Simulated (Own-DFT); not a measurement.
## Calculated data, Al3GaN4 (wurtzite random alloy, strained, atoms displaced)

All values are calculated (Own-DFT development build). A calculation, not a measurement: plane-wave PBE density functional theory by an unreviewed code, no spin, of a simulated periodic cell, stress positive in tension, free energy of the whole cell less one offset for each atom, forces on such cells passed a denser k mesh, this cell's mesh not checked; offsets are fitted by least squares, one for each functional and potential file, so energies compare only between cells with the same atoms and settings and are not formation energies; the far tail of each file's local potential was reset to the Coulomb form; each entry is a single point on an unrelaxed cell, so the pressure reflects the starting lattice, mostly measured values, from which strain is counted, and rises with the displacements; printed positions are rounded, which can move forces by about a meV/angstrom; the program is a retired in-house code; no spin-orbit coupling.

Settings shared by all entries: functional PBE; potential files PseudoDojo norm-conserving, scalar-relativistic, standard set with the stringent files for Ga; wave cutoff 96 hartree; occupations Gaussian; smearing width 0.01 eV; k mesh 4 x 4 x 3 centred on Gamma.

```json
{"entry": 1, "formula": "Al3GaN4", "kind": "wurtzite random alloy, strained, atoms displaced", "structure": {"cell_angstrom": [[9.5112, 0.0, 0.0], [-4.7556, 8.2369, 0.0], [0.0, 0.0, 10.0655]], "atoms_fractional": [["Al", 0.11253, 0.22675, 0.99639], ["Al", 0.22986, 0.11045, 0.25267], ["N", 0.11134, 0.22109, 0.19492], ["N", 0.2183, 0.10846, 0.43384], ["Ga", 0.10308, 0.22074, 0.50023], ["Al", 0.22498, 0.11516, 0.75834], ["N", 0.11568, 0.21809, 0.69286], ["N", 0.21751, 0.09962, 0.94104], ["Al", 0.10607, 0.54683, 0.00195], ["Ga", 0.2186, 0.44099, 0.25127], ["N", 0.11605, 0.55194, 0.19231], ["N", 0.22368, 0.44541, 0.43951], ["Al", 0.11055, 0.55872, 0.49426], ["Al", 0.21247, 0.43711, 0.74992], ["N", 0.10204, 0.54712, 0.69058], ["N", 0.21803, 0.43935, 0.93973], ["Ga", 0.11653, 0.88979, 0.00537], ["Ga", 0.22353, 0.77556, 0.25586], ["N", 0.12058, 0.89739, 0.17965], ["N", 0.21709, 0.77556, 0.43785], ["Al", 0.10556, 0.88197, 0.50271], ["Al", 0.22202, 0.77177, 0.74859], ["N", 0.11958, 0.89455, 0.68803], ["N", 0.23534, 0.78661, 0.93365], ["Al", 0.43697, 0.22272, 0.00431], ["Al", 0.54592, 0.11816, 0.24627], ["N", 0.44098, 0.22046, 0.19619], ["N", 0.54203, 0.1061, 0.43851], ["Al", 0.43641, 0.22708, 0.49659], ["Al", 0.54951, 0.10566, 0.75784], ["N", 0.44309, 0.21334, 0.69324], ["N", 0.5683, 0.11805, 0.9428], ["Ga", 0.44857, 0.56444, 0.99268], ["Al", 0.56754, 0.45164, 0.2519], ["N", 0.43571, 0.54411, 0.18528], ["N", 0.54794, 0.43805, 0.43717], ["Ga", 0.4412, 0.55597, 0.49172], ["Ga", 0.55073, 0.4398, 0.75772], ["N", 0.45247, 0.55971, 0.70107], ["N", 0.55619, 0.44465, 0.94306], ["Ga", 0.44704, 0.89825, 0.99873], ["Al", 0.55681, 0.77101, 0.24364], ["N", 0.45323, 0.90796, 0.18433], ["N", 0.55654, 0.76446, 0.43047], ["Al", 0.43928, 0.88224, 0.50006], ["Al", 0.55184, 0.77776, 0.74959], ["N", 0.44544, 0.89036, 0.68728], ["N", 0.55584, 0.78429, 0.93872], ["Al", 0.77811, 0.22318, 0.99639], ["Ga", 0.88902, 0.11678, 0.25427], ["N", 0.78487, 0.23353, 0.19413], ["N", 0.88491, 0.10742, 0.43668], ["Al", 0.78425, 0.22311, 0.50442], ["Al", 0.89322, 0.11326, 0.75249], ["N", 0.79116, 0.23275, 0.69264], ["N", 0.88551, 0.10844, 0.93866], ["Al", 0.7765, 0.56723, 0.99986], ["Al", 0.89053, 0.44146, 0.2462], ["N", 0.77943, 0.55946, 0.19394], ["N", 0.88718, 0.44545, 0.44079], ["Al", 0.78144, 0.56731, 0.50873], ["Al", 0.88303, 0.44772, 0.75009], ["N", 0.78047, 0.55508, 0.69069], ["N", 0.88624, 0.44272, 0.94012], ["Al", 0.77281, 0.8821, 0.0035], ["Al", 0.87957, 0.76267, 0.24567], ["N", 0.7755, 0.89554, 0.18546], ["N", 0.8753, 0.78282, 0.43502], ["Al", 0.7809, 0.89492, 0.49243], ["Al", 0.88453, 0.77564, 0.75098], ["N", 0.79709, 0.90241, 0.68587], ["N", 0.88162, 0.77578, 0.92944]]}, "results": {"free_energy_of_cell_above_offsets [eV]": "-22.707", "pressure [GPa]": 1.55, "stress_xx [GPa]": 2.65, "stress_yy [GPa]": -0.75, "stress_zz [GPa]": -6.57, "stress_yz [GPa]": 0.07, "stress_xz [GPa]": -0.43, "stress_xy [GPa]": 0.57, "force_element": ["Al", "Al", "N", "N", "Ga", "Al", "N", "N", "Al", "Ga", "N", "N", "Al", "Al", "N", "N", "Ga", "Ga", "N", "N", "Al", "Al", "N", "N", "Al", "Al", "N", "N", "Al", "Al", "N", "N", "Ga", "Al", "N", "N", "Ga", "Ga", "N", "N", "Ga", "Al", "N", "N", "Al", "Al", "N", "N", "Al", "Ga", "N", "N", "Al", "Al", "N", "N", "Al", "Al", "N", "N", "Al", "Al", "N", "N", "Al", "Al", "N", "N", "Al", "Al", "N", "N"], "force_x [eV/angstrom]": [-0.241, -2.019, 0.846, 0.11, 1.368, 0.565, -0.635, -0.271, 0.194, 1.016, -2.105, -1.787, -0.17, 0.721, 0.712, -0.423, -0.219, 0.324, -1.152, 0.207, -0.556, -0.522, -0.528, -1.385, 1.028, 2.82, -0.325, 1.073, 1.132, 0.996, -0.66, -2.215, -0.674, -1.963, 1.729, 1.33, 1.002, 0.712, -1.955, 0.435, 0.534, -1.136, 0.635, -1.162, 0.429, 1.084, 0.29, 0.965, 1.099, 0.201, -1.452, -0.979, -1.855, -0.213, -0.858, 0.512, 1.129, -0.11, 0.686, -0.019, -0.348, 1.252, -0.721, -0.409, -0.015, 0.043, 0.946, 2.922, -1.081, 0.824, -1.712, 0.001], "force_y [eV/angstrom]": [-1.663, 0.027, -0.714, -0.611, -0.206, -1.219, 0.696, 3.134, 1.154, -0.626, 0.604, 0.053, -1.154, 0.811, 1.048, 0.426, -1.483, 0.931, -1.386, -0.033, 1.416, 0.476, -1.123, -2.344, -0.083, -0.435, 1.943, 0.299, -1.587, 0.822, 0.565, 0.64, -0.999, -1.367, 1.733, 1.089, -0.964, -0.308, -0.28, -0.466, -0.326, 0.76, -2.155, 3.066, 1.154, 0.852, -0.721, 0.21, 0.347, -0.243, -1.237, 0.56, 0.018, 0.146, -1.49, 0.199, -1.605, 1.149, -1.51, 0.468, -1.48, -0.527, 0.861, 1.081, 1.586, 4.242, -1.995, -1.207, -0.611, 0.974, -1.443, 0.061], "force_z [eV/angstrom]": [1.189, -0.667, -1.458, 1.375, -0.08, -1.596, 0.576, 0.131, -0.631, -0.359, -0.985, 0.993, 0.912, -0.22, -0.476, -0.476, -3.178, -2.475, 4.495, 2.076, -0.51, -0.396, 0.571, 0.227, -0.124, 1.418, -1.57, 0.381, 0.74, -1.415, -0.242, -0.428, 0.509, -0.218, 0.644, 0.429, 1.854, -1.518, -1.084, 1.495, 0.139, -0.423, 1.819, 0.427, -0.877, -0.282, 0.293, -0.522, 0.953, -1.918, -1.347, 1.801, -0.523, -0.187, 0.0, 0.681, -0.309, 1.091, -1.544, -0.217, -1.75, 0.257, 0.29, 0.517, -1.421, 0.759, 0.628, -0.017, 1.297, -1.655, -0.277, 2.405]}}
{"entry": 2, "formula": "Al3GaN4", "kind": "wurtzite random alloy, strained, atoms displaced", "structure": {"cell_angstrom": [[9.5112, 0.0, 0.0], [-4.7556, 8.2369, 0.0], [0.0, 0.0, 10.0655]], "atoms_fractional": [["Al", 0.10966, 0.22239, 0.00407], ["Al", 0.22031, 0.10805, 0.25382], ["N", 0.11452, 0.22057, 0.19077], ["N", 0.21544, 0.10413, 0.44665], ["Ga", 0.12246, 0.22856, 0.49667], ["Al", 0.21918, 0.10906, 0.75486], ["N", 0.10871, 0.21377, 0.69148], ["N", 0.21866, 0.11444, 0.94367], ["Al", 0.11421, 0.55756, 0.00304], ["Ga", 0.22253, 0.43671, 0.24123], ["N", 0.09926, 0.54891, 0.19307], ["N", 0.22644, 0.45116, 0.44514], ["Ga", 0.10794, 0.54865, 0.49502], ["Ga", 0.23396, 0.45041, 0.74352], ["N", 0.11541, 0.55523, 0.68984], ["N", 0.22468, 0.4491, 0.93876], ["Ga", 0.10607, 0.88634, 0.99671], ["Al", 0.22137, 0.77037, 0.2468], ["N", 0.11267, 0.89316, 0.18759], ["N", 0.21541, 0.76734, 0.43544], ["Al", 0.1114, 0.89278, 0.49576], ["Al", 0.22118, 0.78403, 0.74993], ["N", 0.1176, 0.88503, 0.69423], ["N", 0.22314, 0.78136, 0.93917], ["Al", 0.44762, 0.22835, 0.99839], ["Al", 0.55776, 0.11949, 0.26125], ["N", 0.45125, 0.22939, 0.19909], ["N", 0.54921, 0.10171, 0.44001], ["Al", 0.44942, 0.22748, 0.50134], ["Ga", 0.55634, 0.11179, 0.74936], ["N", 0.44153, 0.21927, 0.69261], ["N", 0.56239, 0.11027, 0.9434], ["Al", 0.45236, 0.55544, 0.99996], ["Al", 0.55598, 0.44761, 0.24809], ["N", 0.44569, 0.5506, 0.19657], ["N", 0.54928, 0.44225, 0.43577], ["Al", 0.4414, 0.54678, 0.50336], ["Al", 0.56606, 0.4623, 0.74851], ["N", 0.44629, 0.5513, 0.69303], ["N", 0.55363, 0.42753, 0.94338], ["Al", 0.43981, 0.88786, 0.99335], ["Al", 0.55471, 0.77811, 0.25393], ["N", 0.45913, 0.90432, 0.1866], ["N", 0.54653, 0.78006, 0.43795], ["Ga", 0.45333, 0.89287, 0.50068], ["Ga", 0.56679, 0.77493, 0.75164], ["N", 0.45068, 0.88944, 0.69968], ["N", 0.55876, 0.77943, 0.94453], ["Ga", 0.77501, 0.22744, 0.99188], ["Al", 0.88044, 0.10625, 0.26063], ["N", 0.77507, 0.21172, 0.19786], ["N", 0.89164, 0.10644, 0.44387], ["Al", 0.78149, 0.22603, 0.5013], ["Al", 0.88714, 0.09784, 0.75426], ["N", 0.76942, 0.2173, 0.6838], ["N", 0.89786, 0.11746, 0.9392], ["Al", 0.77284, 0.56139, 0.00684], ["Al", 0.8962, 0.44346, 0.25654], ["N", 0.7728, 0.55692, 0.20138], ["N", 0.89498, 0.45143, 0.45318], ["Al", 0.77281, 0.54478, 0.49808], ["Al", 0.88091, 0.44426, 0.75336], ["N", 0.78314, 0.55845, 0.69686], ["N", 0.89283, 0.43569, 0.94155], ["Al", 0.77673, 0.88536, 0.99997], ["Al", 0.89659, 0.77476, 0.25139], ["N", 0.78514, 0.88595, 0.18628], ["N", 0.89178, 0.7788, 0.43199], ["Al", 0.77233, 0.88558, 0.5021], ["Al", 0.89684, 0.78543, 0.7498], ["N", 0.77976, 0.88791, 0.69178], ["N", 0.88794, 0.78315, 0.9386]]}, "results": {"free_energy_of_cell_above_offsets [eV]": "-22.523", "pressure [GPa]": 1.34, "stress_xx [GPa]": -0.63, "stress_yy [GPa]": -0.42, "stress_zz [GPa]": -2.96, "stress_yz [GPa]": 0.65, "stress_xz [GPa]": 0.06, "stress_xy [GPa]": -0.12, "force_element": ["Al", "Al", "N", "N", "Ga", "Al", "N", "N", "Al", "Ga", "N", "N", "Ga", "Ga", "N", "N", "Ga", "Al", "N", "N", "Al", "Al", "N", "N", "Al", "Al", "N", "N", "Al", "Ga", "N", "N", "Al", "Al", "N", "N", "Al", "Al", "N", "N", "Al", "Al", "N", "N", "Ga", "Ga", "N", "N", "Ga", "Al", "N", "N", "Al", "Al", "N", "N", "Al", "Al", "N", "N", "Al", "Al", "N", "N", "Al", "Al", "N", "N", "Al", "Al", "N", "N"], "force_x [eV/angstrom]": [0.089, 0.577, -0.746, 1.985, -1.296, 0.56, -0.11, 0.996, -0.123, -0.514, 1.532, 1.387, 0.877, -2.548, -1.354, 0.874, 0.565, 0.233, 0.764, -0.37, 0.688, 2.361, -2.177, 0.264, 0.188, 0.358, -0.72, 0.065, -0.473, -0.297, -0.77, -2.734, -1.151, 0.148, -0.029, 0.931, -0.403, 0.87, 1.547, -0.44, 1.055, 0.333, -0.957, 3.287, -2.456, -2.204, -0.757, 0.183, 1.74, 1.263, -0.411, -1.263, 0.165, -0.559, 1.879, -0.414, 1.388, -2.169, 1.615, -2.003, -0.443, 2.4, -1.069, -1.25, -0.332, -1.138, -0.768, -0.699, 0.692, 0.444, 1.403, -0.556], "force_y [eV/angstrom]": [0.539, 0.426, -1.451, 0.988, -0.709, 0.408, 0.099, 0.423, -0.439, 0.9, 1.171, -0.846, 1.844, -1.71, 0.583, -0.019, 1.058, 1.623, -0.94, 1.994, -1.919, -1.877, 1.212, -1.066, -3.593, -0.832, -0.689, 3.311, -1.547, -0.009, 1.521, -0.616, -0.374, -0.674, 1.632, 0.174, 1.52, -3.105, 1.066, 4.583, 0.796, 0.56, -2.073, -1.792, -1.256, 0.297, -1.198, -0.86, -1.854, -0.557, 1.945, 0.262, -0.976, 2.668, 1.029, -1.586, -0.867, -1.356, -0.383, -2.464, 1.967, -0.722, 0.731, 3.836, 1.731, 0.936, -0.117, -0.593, 0.031, -0.795, -0.272, -1.73], "force_z [eV/angstrom]": [-0.73, -0.414, 0.381, -1.417, 1.058, -0.479, 0.284, -0.29, -1.023, 1.249, -0.927, -1.073, 1.917, 1.322, 0.78, 1.544, 0.599, 0.102, 1.15, -0.077, 0.637, -0.138, -0.967, 0.165, 1.424, -2.368, -0.845, 0.97, 0.225, 0.409, -0.453, -0.236, 0.32, 0.487, -1.442, 1.338, -0.825, 0.852, -1.4, -1.061, 1.139, -1.568, 0.299, 0.646, 1.287, 0.497, -0.634, 0.239, 2.186, -1.752, 0.492, 0.353, -0.364, -0.615, 1.062, 0.089, -0.224, -0.069, -1.304, -2.238, 0.209, -0.466, -1.077, -0.321, 0.674, -0.819, 1.199, 2.597, -1.05, -0.234, -0.899, -0.379]}}
{"entry": 3, "formula": "Al3GaN4", "kind": "wurtzite random alloy, strained, atoms displaced", "structure": {"cell_angstrom": [[9.5112, 0.0, 0.0], [-4.7556, 8.2369, 0.0], [0.0, 0.0, 10.0655]], "atoms_fractional": [["Al", 0.10928, 0.2194, 0.99532], ["Al", 0.22612, 0.10747, 0.2531], ["N", 0.10523, 0.21217, 0.18775], ["N", 0.22681, 0.12292, 0.43659], ["Al", 0.11687, 0.22982, 0.50255], ["Ga", 0.22665, 0.10827, 0.75517], ["N", 0.10333, 0.21535, 0.68835], ["N", 0.21069, 0.09933, 0.94316], ["Ga", 0.10867, 0.56027, 0.99962], ["Al", 0.21398, 0.44781, 0.24791], ["N", 0.11912, 0.55543, 0.19525], ["N", 0.22136, 0.4457, 0.43744], ["Al", 0.10874, 0.55193, 0.50175], ["Al", 0.22785, 0.45144, 0.74884], ["N", 0.10492, 0.55871, 0.69861], ["N", 0.22544, 0.44086, 0.9437], ["Al", 0.11901, 0.89265, 0.00217], ["Al", 0.22653, 0.77994, 0.24588], ["N", 0.10578, 0.88969, 0.19366], ["N", 0.2278, 0.77604, 0.44181], ["Ga", 0.117, 0.90469, 0.50047], ["Al", 0.22561, 0.78307, 0.74172], ["N", 0.10243, 0.89055, 0.69329], ["N", 0.21198, 0.76139, 0.94505], ["Al", 0.4348, 0.21825, 0.00205], ["Ga", 0.55928, 0.11693, 0.25933], ["N", 0.43805, 0.21484, 0.19632], ["N", 0.55934, 0.11262, 0.44493], ["Ga", 0.45354, 0.22682, 0.50876], ["Ga", 0.56075, 0.12147, 0.74928], ["N", 0.44162, 0.21825, 0.69107], ["N", 0.56029, 0.10777, 0.93717], ["Al", 0.44372, 0.55886, 0.99709], ["Al", 0.55411, 0.43901, 0.24882], ["N", 0.44617, 0.56424, 0.19408], ["N", 0.55126, 0.44492, 0.42838], ["Al", 0.4418, 0.55108, 0.50019], ["Al", 0.56061, 0.44625, 0.74751], ["N", 0.4411, 0.56082, 0.68971], ["N", 0.5589, 0.44522, 0.94456], ["Al", 0.44537, 0.88609, 0.99746], ["Al", 0.57136, 0.78863, 0.25268], ["N", 0.43737, 0.88221, 0.19871], ["N", 0.54953, 0.77478, 0.45031], ["Al", 0.43571, 0.88581, 0.50603], ["Al", 0.54625, 0.77419, 0.74486], ["N", 0.44809, 0.89463, 0.69125], ["N", 0.55795, 0.77793, 0.94237], ["Al", 0.77991, 0.22773, 0.00467], ["Al", 0.89592, 0.11145, 0.25715], ["N", 0.78272, 0.22807, 0.19672], ["N", 0.8945, 0.11662, 0.44889], ["Al", 0.77332, 0.21808, 0.50158], ["Ga", 0.90156, 0.11938, 0.76286], ["N", 0.78039, 0.23213, 0.68592], ["N", 0.88865, 0.10523, 0.93919], ["Ga", 0.78138, 0.55708, 0.99723], ["Al", 0.88394, 0.4417, 0.25109], ["N", 0.77886, 0.56361, 0.19599], ["N", 0.89541, 0.44519, 0.43859], ["Al", 0.77115, 0.54901, 0.50127], ["Al", 0.88673, 0.44145, 0.75491], ["N", 0.77408, 0.55268, 0.69208], ["N", 0.89006, 0.44779, 0.9277], ["Al", 0.77398, 0.88388, 0.00023], ["Al", 0.8938, 0.76926, 0.25551], ["N", 0.77121, 0.88694, 0.19024], ["N", 0.88372, 0.77725, 0.43243], ["Al", 0.788, 0.89921, 0.49786], ["Ga", 0.90148, 0.78697, 0.74531], ["N", 0.78771, 0.88884, 0.69118], ["N", 0.89062, 0.78056, 0.94156]]}, "results": {"free_energy_of_cell_above_offsets [eV]": "-22.748", "pressure [GPa]": 1.41, "stress_xx [GPa]": 0.53, "stress_yy [GPa]": 0.33, "stress_zz [GPa]": -5.1, "stress_yz [GPa]": 0.95, "stress_xz [GPa]": 0.86, "stress_xy [GPa]": -1.88, "force_element": ["Al", "Al", "N", "N", "Al", "Ga", "N", "N", "Ga", "Al", "N", "N", "Al", "Al", "N", "N", "Al", "Al", "N", "N", "Ga", "Al", "N", "N", "Al", "Ga", "N", "N", "Ga", "Ga", "N", "N", "Al", "Al", "N", "N", "Al", "Al", "N", "N", "Al", "Al", "N", "N", "Al", "Al", "N", "N", "Al", "Al", "N", "N", "Al", "Ga", "N", "N", "Ga", "Al", "N", "N", "Al", "Al", "N", "N", "Al", "Al", "N", "N", "Al", "Ga", "N", "N"], "force_x [eV/angstrom]": [-0.257, -1.649, 0.575, 0.107, -0.412, -1.599, 2.349, 1.192, 0.867, 3.272, -3.342, 0.011, 0.078, -1.144, 1.313, -0.204, -1.192, -0.911, 1.621, -1.384, 0.008, -0.638, 4.901, 0.511, 1.186, 0.048, 0.175, -0.038, -0.951, 1.303, -0.361, -1.148, 0.622, -1.215, 0.358, 0.782, -0.34, -0.997, 1.081, -1.426, -0.134, -2.749, 1.539, 0.856, 1.706, 2.094, -0.845, -0.77, 0.371, -0.574, 0.527, -0.213, 1.224, -2.072, 0.535, -0.786, -0.289, 0.723, 0.794, -1.449, 0.577, -0.297, 0.428, 0.094, 0.536, -1.468, 2.229, 0.348, -0.891, -3.225, -2.574, 0.605], "force_y [eV/angstrom]": [0.023, 0.249, 1.159, 0.019, -0.276, 0.428, 2.594, 1.817, -3.334, -1.264, 0.733, -0.149, 0.608, -1.075, -0.048, -0.248, -2.234, -0.635, -0.251, -0.056, -1.683, -0.721, 1.074, 5.56, 0.3, -1.354, 1.161, -0.802, 0.019, -0.845, 1.838, 0.437, -0.193, 1.13, -1.035, 0.239, 0.926, 0.249, -1.415, -1.194, -0.172, -2.145, 1.331, 1.011, 0.266, 1.563, -0.716, -0.192, -0.654, -0.448, -0.463, 0.049, 1.038, -1.559, -0.395, 0.852, 0.627, 1.412, -2.437, -0.435, 0.906, 0.725, -0.364, -1.579, 0.299, 1.673, 1.432, -0.162, -1.524, -2.653, 0.372, 0.599], "force_z [eV/angstrom]": [1.295, -0.552, 0.19, 0.872, -0.493, -0.578, 0.035, 0.464, 1.003, 0.239, -0.586, 0.954, 0.074, 0.528, -1.215, -1.092, 0.546, 1.143, -0.332, 0.063, -0.78, 1.12, -1.202, -1.893, 0.187, -1.346, -1.506, 1.204, -2.394, 0.22, 1.229, 1.896, 1.482, -1.43, -0.538, 2.777, -1.103, 1.091, -0.045, -0.965, 0.945, 1.018, -1.583, -0.53, -1.198, 0.488, 0.303, -1.107, -0.515, -0.619, -1.005, -1.182, -0.13, -3.083, 0.512, 3.335, 0.557, 0.334, -0.484, 0.508, -0.68, -2.933, -0.827, 3.573, 0.136, -1.428, 0.023, 2.36, 0.985, 1.89, -0.685, 0.465]}}
{"entry": 4, "formula": "Al3GaN4", "kind": "wurtzite random alloy, strained, atoms displaced", "structure": {"cell_angstrom": [[9.5112, 0.0, 0.0], [-4.7556, 8.2369, 0.0], [0.0, 0.0, 10.0655]], "atoms_fractional": [["Al", 0.10756, 0.2186, 0.99301], ["Ga", 0.2235, 0.10857, 0.25724], ["N", 0.11306, 0.22328, 0.19117], ["N", 0.21801, 0.10339, 0.44689], ["Al", 0.1129, 0.22559, 0.49676], ["Al", 0.23443, 0.11572, 0.74144], ["N", 0.09932, 0.22697, 0.68613], ["N", 0.22307, 0.11038, 0.93411], ["Al", 0.10852, 0.559, 0.00266], ["Ga", 0.2233, 0.43215, 0.25334], ["N", 0.1131, 0.55594, 0.19509], ["N", 0.20611, 0.43632, 0.44445], ["Ga", 0.121, 0.55232, 0.49975], ["Al", 0.22789, 0.44424, 0.75044], ["N", 0.10381, 0.55073, 0.68841], ["N", 0.22269, 0.44278, 0.93758], ["Al", 0.1188, 0.89088, 0.00664], ["Al", 0.2246, 0.79044, 0.24134], ["N", 0.11285, 0.89369, 0.19025], ["N", 0.21354, 0.7712, 0.44301], ["Al", 0.11212, 0.88844, 0.49647], ["Al", 0.22182, 0.77721, 0.74788], ["N", 0.11456, 0.88442, 0.68585], ["N", 0.22542, 0.78156, 0.95164], ["Al", 0.44032, 0.20755, 0.00077], ["Al", 0.56206, 0.11974, 0.25419], ["N", 0.44486, 0.23171, 0.19708], ["N", 0.55571, 0.1077, 0.44039], ["Al", 0.4548, 0.23353, 0.5037], ["Al", 0.56351, 0.11937, 0.75465], ["N", 0.43934, 0.22305, 0.68099], ["N", 0.5592, 0.11034, 0.93708], ["Al", 0.44044, 0.56164, 0.99473], ["Al", 0.56036, 0.44797, 0.25048], ["N", 0.44823, 0.55864, 0.18834], ["N", 0.54744, 0.44126, 0.43031], ["Ga", 0.43835, 0.54352, 0.49854], ["Al", 0.55089, 0.43826, 0.75643], ["N", 0.43792, 0.54848, 0.68455], ["N", 0.54568, 0.44475, 0.94463], ["Al", 0.43786, 0.88535, 0.00391], ["Al", 0.56116, 0.7836, 0.24465], ["N", 0.45061, 0.89344, 0.19148], ["N", 0.55726, 0.77754, 0.43335], ["Al", 0.44564, 0.88301, 0.50253], ["Al", 0.54941, 0.76875, 0.74471], ["N", 0.44089, 0.87913, 0.6962], ["N", 0.55468, 0.78622, 0.9393], ["Al", 0.78423, 0.22372, 0.99617], ["Al", 0.88675, 0.11726, 0.24189], ["N", 0.77536, 0.21708, 0.18723], ["N", 0.8884, 0.10325, 0.43315], ["Ga", 0.7749, 0.21818, 0.49395], ["Al", 0.89233, 0.12251, 0.74462], ["N", 0.78303, 0.22536, 0.69221], ["N", 0.90246, 0.11371, 0.94361], ["Ga", 0.77562, 0.55509, 0.99497], ["Al", 0.88714, 0.43843, 0.2461], ["N", 0.77018, 0.55302, 0.19641], ["N", 0.8838, 0.44721, 0.44169], ["Ga", 0.78105, 0.55572, 0.50634], ["Al", 0.89009, 0.4425, 0.75273], ["N", 0.76967, 0.54842, 0.7006], ["N", 0.88163, 0.44713, 0.94292], ["Al", 0.77905, 0.89083, 0.00505], ["Al", 0.89068, 0.77914, 0.24726], ["N", 0.77923, 0.8961, 0.19772], ["N", 0.89409, 0.7856, 0.44215], ["Ga", 0.78114, 0.88514, 0.49281], ["Ga", 0.88813, 0.77241, 0.75286], ["N", 0.77626, 0.89411, 0.68683], ["N", 0.88552, 0.77733, 0.94489]]}, "results": {"free_energy_of_cell_above_offsets [eV]": "-23.870", "pressure [GPa]": 0.8, "stress_xx [GPa]": -0.12, "stress_yy [GPa]": 0.84, "stress_zz [GPa]": -3.11, "stress_yz [GPa]": -0.18, "stress_xz [GPa]": 1.13, "stress_xy [GPa]": 0.16, "force_element": ["Al", "Ga", "N", "N", "Al", "Al", "N", "N", "Al", "Ga", "N", "N", "Ga", "Al", "N", "N", "Al", "Al", "N", "N", "Al", "Al", "N", "N", "Al", "Al", "N", "N", "Al", "Al", "N", "N", "Al", "Al", "N", "N", "Ga", "Al", "N", "N", "Al", "Al", "N", "N", "Al", "Al", "N", "N", "Al", "Al", "N", "N", "Ga", "Al", "N", "N", "Ga", "Al", "N", "N", "Ga", "Al", "N", "N", "Al", "Al", "N", "N", "Ga", "Ga", "N", "N"], "force_x [eV/angstrom]": [2.336, -0.499, -0.639, 0.407, -0.715, -2.81, 2.845, 0.444, 0.697, -0.357, -0.861, 3.44, -3.766, -1.824, 0.908, -0.933, -1.619, 1.457, -0.352, 1.177, 0.136, -0.014, -0.132, -0.72, -0.825, -0.75, 1.64, -1.374, -0.345, -0.124, 2.068, -0.217, 0.538, -1.42, 0.18, 1.201, -0.552, -0.492, 0.927, 0.334, 1.521, -0.589, -0.972, -1.04, -0.625, 0.831, -0.292, 0.681, -0.299, 1.541, -0.549, 0.078, 1.161, 0.365, -1.482, -2.888, -1.664, -0.315, 1.881, 1.283, -0.935, -0.256, 0.314, 2.597, -0.309, -0.578, 0.888, 1.578, -1.41, -0.542, -0.143, 0.772], "force_y [eV/angstrom]": [1.34, 1.076, -1.767, 1.808, -2.093, -1.655, 0.218, -0.342, -0.712, 2.46, 0.308, -1.055, 1.326, -0.398, 0.654, 0.394, 0.297, -2.012, -0.941, 1.779, -0.775, -0.542, 0.903, -0.787, 2.018, -0.874, -1.386, -0.225, -1.709, -1.383, 0.732, 0.133, -0.271, 0.258, 0.393, -0.361, 1.559, 0.534, 0.211, -1.117, 0.886, -1.093, 0.631, -0.554, -0.014, 1.234, 1.322, -0.797, -0.353, -0.695, 1.151, 2.041, 0.443, -2.333, 0.078, -0.774, 0.111, 1.263, 0.787, -1.013, 0.677, 0.363, -0.717, -1.068, -0.079, -0.335, -0.534, -1.575, 0.535, 1.527, -0.399, 1.286], "force_z [eV/angstrom]": [1.15, -0.232, -1.356, 0.624, 0.525, 0.506, 0.073, 0.317, 0.242, -0.677, -0.912, -1.134, 0.339, -0.326, 2.035, 0.223, -1.646, 1.76, -0.115, -1.237, 0.844, 0.203, 0.654, -1.281, 0.548, -0.597, -1.268, 0.387, -2.308, -1.526, 2.061, 1.026, 1.215, -1.222, -0.179, 1.704, -1.071, -0.208, 1.88, -0.811, -0.411, 0.604, -0.084, 0.515, -0.438, 0.494, -0.753, 0.064, 0.173, 1.203, -0.381, -0.307, 0.501, 0.736, 0.549, -0.898, 1.487, 0.732, -0.534, -1.232, -0.562, -0.458, -0.282, -0.558, -0.586, 0.673, -1.526, -1.295, 0.973, -0.478, 1.123, 0.746]}}
```
